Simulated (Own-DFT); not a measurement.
# Computed records: Hf36O71 (tetragonal hafnia with one neutral oxygen vacancy, atoms displaced)

All values are calculated (Own-DFT development build). A calculation, not a measurement: plane-wave PBE and HSE06 DFT by an unreviewed code, no spin, of a simulated cell at Gamma alone, so results move with cell size and shape, stress positive in tension, energies less offsets, not probed for a lower state with spin; hafnium file: forces about 75 meV/angstrom off all-electron values; oxygen file: force components 24 meV/angstrom off all-electron in a glass; k mesh not checked against a denser one; forces and stress are PBE's, HSE06 gives the energy alone, and its difference from PBE has offsets of its own; offsets are fitted by least squares, one for each functional and potential file, so energies compare only between cells with the same atoms and settings and are not formation energies; the far tail of each file's local potential was reset to the Coulomb form; each entry is a single point on an unrelaxed cell, so the pressure reflects the starting lattice, taken from the Materials Project, from which strain is counted, and rises with the displacements; printed positions are rounded, which can move forces by about a meV/angstrom; the program is a retired in-house code; no spin-orbit coupling.

Common to all runs: first functional PBE; second functional HSE06; exact exchange share 0.25; screening 0.11 1/bohr; exchange divergence Gygi-Baldereschi; potential files PseudoDojo norm-conserving, scalar-relativistic, made for PBE, standard set; wave cutoff 48 hartree; occupations fixed; k mesh 1 x 1 x 1 centred on Gamma.

```yaml
- entry: 1
  formula: Hf36O71
  kind: "tetragonal hafnia with one neutral oxygen vacancy, atoms displaced"
  structure:
    cell_angstrom: [[10.78, 0.0, 0.0], [0.0, 10.78, 0.0], [0.0, 0.0, 10.4493]]
    atoms_fractional:
      - [Hf, 0.00537, 0.0039, 0.99353]
      - [Hf, 0.16594, 0.17293, 0.24814]
      - [O, 0.00374, 0.16054, 0.15898]
      - [O, 0.17308, 0.00432, 0.34238]
      - [O, 0.00283, 0.16438, 0.39777]
      - [O, 0.16662, 0.00883, 0.0996]
      - [Hf, 0.99919, 0.00191, 0.49373]
      - [Hf, 0.17067, 0.17225, 0.75101]
      - [O, 0.00199, 0.16335, 0.66029]
      - [O, 0.17446, 0.00823, 0.84272]
      - [O, 0.99931, 0.16726, 0.91008]
      - [O, 0.16971, 0.00543, 0.60004]
      - [Hf, 0.99692, 0.33865, 0.00144]
      - [Hf, 0.16702, 0.50862, 0.25144]
      - [O, 0.99768, 0.49499, 0.14701]
      - [O, 0.17191, 0.33597, 0.35885]
      - [O, 0.99571, 0.49707, 0.41309]
      - [O, 0.16584, 0.33482, 0.10583]
      - [Hf, 0.00604, 0.33869, 0.50161]
      - [Hf, 0.15794, 0.49961, 0.74431]
      - [O, 0.00412, 0.50087, 0.65058]
      - [O, 0.16366, 0.33228, 0.84822]
      - [O, 0.00735, 0.50956, 0.90256]
      - [Hf, 0.99429, 0.65847, 0.00597]
      - [Hf, 0.16867, 0.82781, 0.25287]
      - [O, 0.00489, 0.83567, 0.15124]
      - [O, 0.15249, 0.67462, 0.3523]
      - [O, 0.00275, 0.83, 0.39421]
      - [O, 0.17474, 0.66677, 0.10633]
      - [Hf, 7.0e-05, 0.67005, 0.50138]
      - [Hf, 0.15922, 0.82875, 0.75502]
      - [O, 0.99788, 0.83794, 0.65282]
      - [O, 0.1615, 0.66708, 0.85066]
      - [O, 0.99579, 0.82739, 0.90621]
      - [O, 0.17314, 0.67466, 0.5952]
      - [Hf, 0.33104, 0.99759, 0.995]
      - [Hf, 0.50363, 0.17217, 0.24336]
      - [O, 0.32737, 0.16456, 0.15146]
      - [O, 0.49571, 0.99993, 0.35492]
      - [O, 0.33041, 0.16532, 0.40262]
      - [O, 0.50404, 0.99842, 0.10561]
      - [Hf, 0.33549, 0.00358, 0.50187]
      - [Hf, 0.49103, 0.15972, 0.74562]
      - [O, 0.32602, 0.16818, 0.65306]
      - [O, 0.49074, 0.99222, 0.84479]
      - [O, 0.32969, 0.16667, 0.9068]
      - [O, 0.49489, 0.99901, 0.59502]
      - [Hf, 0.33776, 0.33268, 0.00072]
      - [Hf, 0.49917, 0.49462, 0.24996]
      - [O, 0.33527, 0.50119, 0.14948]
      - [O, 0.49865, 0.33544, 0.34976]
      - [O, 0.32441, 0.49915, 0.40148]
      - [O, 0.50149, 0.32884, 0.10049]
      - [Hf, 0.34715, 0.33593, 0.49759]
      - [Hf, 0.50241, 0.50485, 0.74727]
      - [O, 0.32481, 0.49932, 0.651]
      - [O, 0.50146, 0.33019, 0.84361]
      - [O, 0.33375, 0.50171, 0.8998]
      - [O, 0.49516, 0.33321, 0.60124]
      - [Hf, 0.33388, 0.6648, 0.99504]
      - [Hf, 0.50054, 0.84115, 0.248]
      - [O, 0.32187, 0.8271, 0.14369]
      - [O, 0.50374, 0.65532, 0.34494]
      - [O, 0.33153, 0.83042, 0.39626]
      - [O, 0.50007, 0.67071, 0.09981]
      - [Hf, 0.33423, 0.66942, 0.50144]
      - [Hf, 0.49609, 0.83357, 0.75758]
      - [O, 0.33076, 0.83378, 0.64204]
      - [O, 0.50617, 0.66761, 0.83798]
      - [O, 0.34341, 0.83172, 0.90721]
      - [O, 0.49713, 0.66673, 0.60392]
      - [Hf, 0.66309, 0.00212, 0.00206]
      - [Hf, 0.84135, 0.16848, 0.25565]
      - [O, 0.66766, 0.16746, 0.15092]
      - [O, 0.83732, 0.98876, 0.34743]
      - [O, 0.67036, 0.1686, 0.40244]
      - [O, 0.83316, 0.00124, 0.09669]
      - [Hf, 0.6769, 0.997, 0.49967]
      - [Hf, 0.83072, 0.16556, 0.74883]
      - [O, 0.66591, 0.16435, 0.65802]
      - [O, 0.83586, 0.99217, 0.84989]
      - [O, 0.66274, 0.16395, 0.91011]
      - [O, 0.84261, 0.99694, 0.59886]
      - [Hf, 0.66455, 0.34071, 0.0051]
      - [Hf, 0.8339, 0.50687, 0.24972]
      - [O, 0.66653, 0.50424, 0.16978]
      - [O, 0.837, 0.3335, 0.34503]
      - [O, 0.6676, 0.49863, 0.40179]
      - [O, 0.83028, 0.33038, 0.09849]
      - [Hf, 0.65902, 0.33313, 0.49801]
      - [Hf, 0.83958, 0.49882, 0.74992]
      - [O, 0.66052, 0.5023, 0.65727]
      - [O, 0.83024, 0.33206, 0.84914]
      - [O, 0.67018, 0.49682, 0.902]
      - [O, 0.83254, 0.3327, 0.60038]
      - [Hf, 0.674, 0.66986, 0.99299]
      - [Hf, 0.82867, 0.83774, 0.24838]
      - [O, 0.6656, 0.83182, 0.15292]
      - [O, 0.83912, 0.66306, 0.34066]
      - [O, 0.67589, 0.82921, 0.4031]
      - [O, 0.83558, 0.67207, 0.10242]
      - [Hf, 0.67028, 0.66985, 0.48985]
      - [Hf, 0.83881, 0.84269, 0.74762]
      - [O, 0.66095, 0.84003, 0.64419]
      - [O, 0.82964, 0.66489, 0.84937]
      - [O, 0.67388, 0.83546, 0.90228]
      - [O, 0.82891, 0.66917, 0.60017]
  results:
    "PBE_energy_of_cell_above_offsets [eV]": "-96.326"
    "HSE06_less_PBE_above_offsets [eV]": "0.129"
    "PBE_pressure [GPa]": 2.15
    "PBE_stress_xx [GPa]": -1.11
    "PBE_stress_yy [GPa]": -3.0
    "PBE_stress_zz [GPa]": -2.35
    "PBE_stress_yz [GPa]": -0.16
    "PBE_stress_xz [GPa]": 0.09
    "PBE_stress_xy [GPa]": 0.13
    force_element: [Hf, Hf, O, O, O, O, Hf, Hf, O, O, O, O, Hf, Hf, O, O, O, O, Hf, Hf, O, O, O, Hf, Hf, O, O, O, O, Hf, Hf, O, O, O, O, Hf, Hf, O, O, O, O, Hf, Hf, O, O, O, O, Hf, Hf, O, O, O, O, Hf, Hf, O, O, O, O, Hf, Hf, O, O, O, O, Hf, Hf, O, O, O, O, Hf, Hf, O, O, O, O, Hf, Hf, O, O, O, O, Hf, Hf, O, O, O, O, Hf, Hf, O, O, O, O, Hf, Hf, O, O, O, O, Hf, Hf, O, O, O, O]
    "force_x [eV/angstrom]": [-0.323, 0.79, -1.392, -0.544, -0.803, 0.252, 2.9, -1.469, -0.608, -0.466, -0.33, -1.183, 0.721, 0.964, 0.184, -1.119, 0.228, -0.056, 0.364, 3.096, -1.581, -0.143, -0.91, 1.776, -0.602, -0.823, 0.423, -0.711, -1.68, 0.319, 1.216, 1.094, 0.68, 0.534, -2.282, -0.9, -1.018, 2.331, 1.017, 0.923, -1.163, -1.662, 0.934, 1.629, 0.405, 0.769, 1.652, -1.285, -0.709, -0.205, 0.183, 0.483, -0.307, -4.161, -1.598, 0.82, -0.316, 0.276, 1.914, 0.266, -1.865, 2.4, 0.018, 0.527, 0.425, 1.041, -0.102, 0.137, 0.198, -0.57, 0.453, 1.534, -0.514, 0.111, -0.488, -0.058, -0.127, -1.812, 0.727, -0.434, 0.049, 0.12, -1.445, 0.752, 0.048, 0.133, -0.12, 0.355, 0.474, 1.822, -2.099, 1.987, 0.704, -0.274, -0.139, -1.131, 2.064, -0.013, -0.308, -0.35, -0.971, -1.377, -1.873, 0.888, 0.228, -0.764, 0.835]
    "force_y [eV/angstrom]": [-1.302, -0.752, 0.668, -0.808, 0.691, -0.399, -0.515, -0.294, 0.539, -2.481, 0.935, -0.406, -0.869, -0.999, 0.595, 0.308, 1.425, 0.221, -1.731, -0.503, -0.022, 1.232, -2.636, 2.977, 2.451, -0.199, -2.813, 0.903, -1.224, 0.484, 0.981, -0.709, 0.283, 0.667, -0.28, 0.306, -1.708, 0.621, 0.227, 1.276, -0.032, -1.037, 0.589, 0.535, 2.393, 0.388, 1.019, 0.533, 2.092, -0.552, -0.847, 0.876, 0.299, -0.293, -0.781, -0.437, 0.087, -0.71, -0.311, -0.083, -1.351, 1.118, 1.902, -0.092, -0.234, 0.256, -0.91, -0.032, -0.32, -0.384, -0.277, -0.03, -0.098, -0.084, 2.87, -0.562, -0.157, -0.133, 0.467, -0.375, 2.406, 0.432, 0.436, -1.91, -2.165, -0.491, 0.334, -0.438, 0.229, 0.539, -0.036, -0.487, 0.402, 0.904, 0.136, 0.272, -1.322, 0.113, 1.376, 1.313, -0.754, -1.557, -2.069, 0.375, -0.095, -0.048, -0.338]
    "force_z [eV/angstrom]": [2.175, 1.155, -0.886, 0.389, 0.904, -1.649, 0.056, -0.57, -0.491, 1.124, -0.42, -0.859, 0.177, 0.078, 0.509, -0.51, -1.181, -0.964, 0.323, 1.244, -0.462, 0.063, -0.97, 0.559, -0.748, 0.187, 0.259, 1.726, -0.589, -0.509, -1.271, -0.409, -0.217, -0.864, 0.816, 1.9, 0.638, -0.161, -1.052, 0.309, -0.428, -1.102, 0.787, -0.537, 1.112, -0.655, 0.739, -0.253, -0.142, 0.313, 0.575, -0.288, 0.296, -0.647, 0.069, -0.063, 0.457, 0.263, 0.118, 1.788, -0.296, 0.522, 0.523, 0.011, -1.476, 0.018, -3.279, 1.931, 1.989, -1.395, -1.438, 0.465, -0.958, 0.872, 1.282, 0.232, -0.041, 0.736, 0.737, -0.644, -0.276, -0.607, -0.029, -1.026, 0.518, -2.468, 0.006, 0.914, -0.227, 0.724, -0.311, -0.662, -0.039, 0.736, -0.411, 0.723, -1.681, -0.007, 1.479, -1.225, -0.481, 2.13, 0.227, 0.804, -0.108, -0.088, -0.631]
- entry: 2
  formula: Hf36O71
  kind: "tetragonal hafnia with one neutral oxygen vacancy, atoms displaced"
  structure:
    cell_angstrom: [[10.78, 0.0, 0.0], [0.0, 10.78, 0.0], [0.0, 0.0, 10.4493]]
    atoms_fractional:
      - [Hf, 0.00816, 0.99936, 0.99897]
      - [Hf, 0.17105, 0.16795, 0.25367]
      - [O, 0.00054, 0.16609, 0.15546]
      - [O, 0.16559, 0.00223, 0.34905]
      - [O, 0.99665, 0.16594, 0.39925]
      - [O, 0.16627, 0.00094, 0.10007]
      - [Hf, 0.00078, 7.0e-05, 0.49944]
      - [Hf, 0.17087, 0.16944, 0.751]
      - [O, 0.99948, 0.16283, 0.65707]
      - [O, 0.17076, 0.00058, 0.84363]
      - [O, 0.00123, 0.16329, 0.9009]
      - [O, 0.16302, 0.99915, 0.59747]
      - [Hf, 0.99666, 0.33596, 0.00025]
      - [Hf, 0.16626, 0.49932, 0.2469]
      - [O, 0.99705, 0.49732, 0.15027]
      - [O, 0.16638, 0.33203, 0.34611]
      - [O, 0.00135, 0.50059, 0.39709]
      - [O, 0.16537, 0.33338, 0.09417]
      - [Hf, 0.99726, 0.32744, 0.50409]
      - [Hf, 0.16835, 0.49993, 0.74935]
      - [O, 0.00265, 0.5026, 0.65408]
      - [O, 0.17013, 0.33141, 0.84253]
      - [O, 0.99829, 0.5004, 0.90035]
      - [O, 0.16413, 0.33013, 0.59897]
      - [Hf, 0.00159, 0.66468, 0.99957]
      - [Hf, 0.16134, 0.8346, 0.24813]
      - [O, 0.00019, 0.83372, 0.1535]
      - [O, 0.16963, 0.66788, 0.35052]
      - [O, 0.00045, 0.83087, 0.39885]
      - [O, 0.16259, 0.66147, 0.09852]
      - [Hf, 0.99822, 0.67021, 0.49972]
      - [Hf, 0.16925, 0.83307, 0.7539]
      - [O, 0.99593, 0.83685, 0.65249]
      - [O, 0.16953, 0.6639, 0.83941]
      - [O, 0.00126, 0.83585, 0.903]
      - [O, 0.17288, 0.6681, 0.60093]
      - [Hf, 0.33785, 0.0016, 0.99995]
      - [Hf, 0.50327, 0.16911, 0.24875]
      - [O, 0.33152, 0.16318, 0.15233]
      - [O, 0.49878, 0.00524, 0.34875]
      - [O, 0.33668, 0.16169, 0.39962]
      - [O, 0.50113, 0.0015, 0.09577]
      - [Hf, 0.33781, 0.00698, 0.50445]
      - [Hf, 0.49377, 0.16729, 0.75053]
      - [O, 0.33726, 0.16682, 0.6527]
      - [O, 0.49722, 0.99574, 0.84941]
      - [O, 0.335, 0.16961, 0.90121]
      - [O, 0.50071, 0.99711, 0.59692]
      - [Hf, 0.32849, 0.33293, 0.99894]
      - [Hf, 0.49912, 0.49935, 0.25273]
      - [O, 0.32963, 0.49836, 0.15078]
      - [O, 0.4989, 0.33433, 0.35061]
      - [O, 0.33332, 0.49701, 0.39959]
      - [O, 0.50239, 0.33305, 0.09698]
      - [Hf, 0.33714, 0.32469, 0.49783]
      - [Hf, 0.49699, 0.49742, 0.74827]
      - [O, 0.3344, 0.49902, 0.64777]
      - [O, 0.49975, 0.33317, 0.8461]
      - [O, 0.3358, 0.50129, 0.90493]
      - [O, 0.5009, 0.33623, 0.59495]
      - [Hf, 0.33241, 0.66908, 0.0024]
      - [Hf, 0.49655, 0.83264, 0.25399]
      - [O, 0.33223, 0.83371, 0.15593]
      - [O, 0.50189, 0.66995, 0.34849]
      - [O, 0.33395, 0.83234, 0.40246]
      - [O, 0.4981, 0.66464, 0.09554]
      - [Hf, 0.33698, 0.66678, 0.50403]
      - [Hf, 0.49625, 0.83127, 0.7501]
      - [O, 0.33149, 0.83551, 0.6555]
      - [O, 0.49805, 0.66427, 0.84973]
      - [O, 0.33354, 0.83476, 0.9029]
      - [O, 0.50018, 0.6675, 0.59495]
      - [Hf, 0.67202, 0.00174, 0.99995]
      - [Hf, 0.83238, 0.16861, 0.25428]
      - [O, 0.67341, 0.16507, 0.15771]
      - [O, 0.83494, 0.99543, 0.34811]
      - [O, 0.83236, 0.99755, 0.09957]
      - [Hf, 0.66775, 0.00032, 0.50334]
      - [Hf, 0.83599, 0.1647, 0.74366]
      - [O, 0.66743, 0.16366, 0.65114]
      - [O, 0.83212, 1.0e-05, 0.84364]
      - [O, 0.66602, 0.16699, 0.9011]
      - [O, 0.83484, 0.9963, 0.59701]
      - [Hf, 0.66975, 0.3331, 0.00071]
      - [Hf, 0.83223, 0.49837, 0.2468]
      - [O, 0.6644, 0.50641, 0.15101]
      - [O, 0.83296, 0.33523, 0.34448]
      - [O, 0.66703, 0.50352, 0.40498]
      - [O, 0.83332, 0.33412, 0.10055]
      - [Hf, 0.66776, 0.33408, 0.50085]
      - [Hf, 0.83517, 0.49776, 0.74659]
      - [O, 0.6649, 0.5012, 0.65243]
      - [O, 0.8314, 0.3327, 0.84595]
      - [O, 0.6678, 0.50292, 0.90804]
      - [O, 0.83535, 0.33568, 0.60037]
      - [Hf, 0.66643, 0.66555, 0.00046]
      - [Hf, 0.83027, 0.83336, 0.24545]
      - [O, 0.67189, 0.83375, 0.14959]
      - [O, 0.83437, 0.66766, 0.34905]
      - [O, 0.6665, 0.83528, 0.39933]
      - [O, 0.83496, 0.66807, 0.10008]
      - [Hf, 0.66736, 0.66358, 0.5003]
      - [Hf, 0.83361, 0.82596, 0.74903]
      - [O, 0.65942, 0.83135, 0.65241]
      - [O, 0.83277, 0.66725, 0.85326]
      - [O, 0.66588, 0.8331, 0.9086]
      - [O, 0.83237, 0.66604, 0.59472]
  results:
    "PBE_energy_of_cell_above_offsets [eV]": "-100.829"
    "HSE06_less_PBE_above_offsets [eV]": "-0.128"
    "PBE_pressure [GPa]": 0.95
    "PBE_stress_xx [GPa]": -1.33
    "PBE_stress_yy [GPa]": 0.07
    "PBE_stress_zz [GPa]": -1.6
    "PBE_stress_yz [GPa]": 0.01
    "PBE_stress_xz [GPa]": -0.54
    "PBE_stress_xy [GPa]": 0.02
    force_element: [Hf, Hf, O, O, O, O, Hf, Hf, O, O, O, O, Hf, Hf, O, O, O, O, Hf, Hf, O, O, O, O, Hf, Hf, O, O, O, O, Hf, Hf, O, O, O, O, Hf, Hf, O, O, O, O, Hf, Hf, O, O, O, O, Hf, Hf, O, O, O, O, Hf, Hf, O, O, O, O, Hf, Hf, O, O, O, O, Hf, Hf, O, O, O, O, Hf, Hf, O, O, O, Hf, Hf, O, O, O, O, Hf, Hf, O, O, O, O, Hf, Hf, O, O, O, O, Hf, Hf, O, O, O, O, Hf, Hf, O, O, O, O]
    "force_x [eV/angstrom]": [-1.469, -1.328, 0.167, -0.054, 0.039, 0.714, -0.207, -1.222, 0.663, 0.053, 0.184, 1.123, 0.032, -0.371, 0.349, 0.322, -0.173, -0.209, 0.97, 0.262, -0.348, 0.043, 0.253, 0.585, -1.174, 0.552, 0.023, -0.159, 0.345, 0.566, 1.103, -0.716, 0.842, -0.196, 0.357, -1.058, -0.109, -0.092, 0.587, 0.509, -0.286, 0.214, -0.95, 2.379, -0.859, -0.292, 0.0, -0.092, 0.902, -0.524, 0.861, 0.514, 0.327, -0.353, -0.826, 0.164, -0.144, -0.035, -0.368, 0.081, 0.519, 0.776, -0.153, -0.085, 0.509, -0.265, -1.165, 0.553, 0.368, -0.082, -0.442, 0.076, 0.055, 1.445, -1.348, -0.438, 0.992, 0.42, -0.859, -0.544, -0.179, -0.159, -0.481, -0.448, 0.285, 0.16, -0.652, -0.188, -0.169, -0.024, -0.293, 0.385, 0.241, 0.085, -0.519, 0.117, 0.223, -1.844, -0.136, -0.202, 0.331, -0.19, -0.797, 1.26, 0.247, -0.017, 0.162]
    "force_y [eV/angstrom]": [0.469, -0.692, 0.256, -0.206, 0.413, -0.274, -0.76, -0.855, 0.466, 0.347, 0.935, 0.39, -0.926, 0.635, -0.117, -0.048, -0.476, 0.072, 1.054, 0.145, -0.104, 0.654, -0.309, -0.383, 0.529, -0.073, -0.052, -0.308, 0.577, 0.281, -0.615, 0.039, -0.692, 0.392, -0.865, 0.023, -0.182, -0.549, 0.448, -0.201, 1.181, 0.185, -2.529, -0.605, 0.008, 1.033, -0.524, 0.405, 0.787, 0.803, -0.078, -0.6, -0.102, -0.222, 2.039, 0.645, -0.286, 0.002, -0.385, -0.445, -0.357, 0.54, -0.143, -0.995, 0.876, 0.286, -0.087, -0.186, 0.048, 0.161, -0.408, -0.193, -0.745, -1.339, 0.272, 1.194, 0.219, -0.199, -0.768, 0.363, -0.319, 0.278, 0.401, 0.166, 1.361, -0.504, -0.204, -1.317, 0.112, -0.345, 0.475, -0.1, 0.057, -1.2, -0.008, 0.733, -0.141, -0.167, -0.454, -0.188, -0.321, 1.575, 1.318, -0.014, -0.567, 0.086, -0.002]
    "force_z [eV/angstrom]": [0.562, -0.723, -0.153, -0.065, 1.035, -0.488, -0.508, -0.174, -1.033, 0.68, 0.301, -0.031, 0.109, 1.25, -0.395, 0.248, 1.033, -0.064, -1.339, -0.782, -0.22, 0.833, 0.024, -0.428, 0.191, 1.301, -0.646, -0.761, 0.595, -0.267, -0.77, -1.085, 0.034, 1.467, -0.104, -0.354, 0.318, -0.372, -0.17, -0.143, 0.106, 0.292, -0.747, 1.112, -0.957, -0.534, -0.28, 0.378, 0.412, -0.551, 0.167, -0.11, 0.435, 0.145, -0.294, 0.528, 0.545, -0.252, -0.313, 0.228, -0.099, -0.152, -0.614, -0.219, 0.64, 0.492, -1.317, 0.515, -0.212, -0.583, 0.317, 0.64, -0.192, -0.051, 0.01, 0.13, -0.567, -0.802, 1.525, -0.444, -0.059, 0.427, -0.175, -0.543, 0.477, 0.677, 0.99, -0.428, -0.376, -0.317, 0.79, 0.251, 0.127, -0.77, -0.226, 0.488, 0.616, 0.349, -0.162, 0.625, -0.391, -0.475, 0.33, 0.235, -0.831, -0.756, 0.9]
```
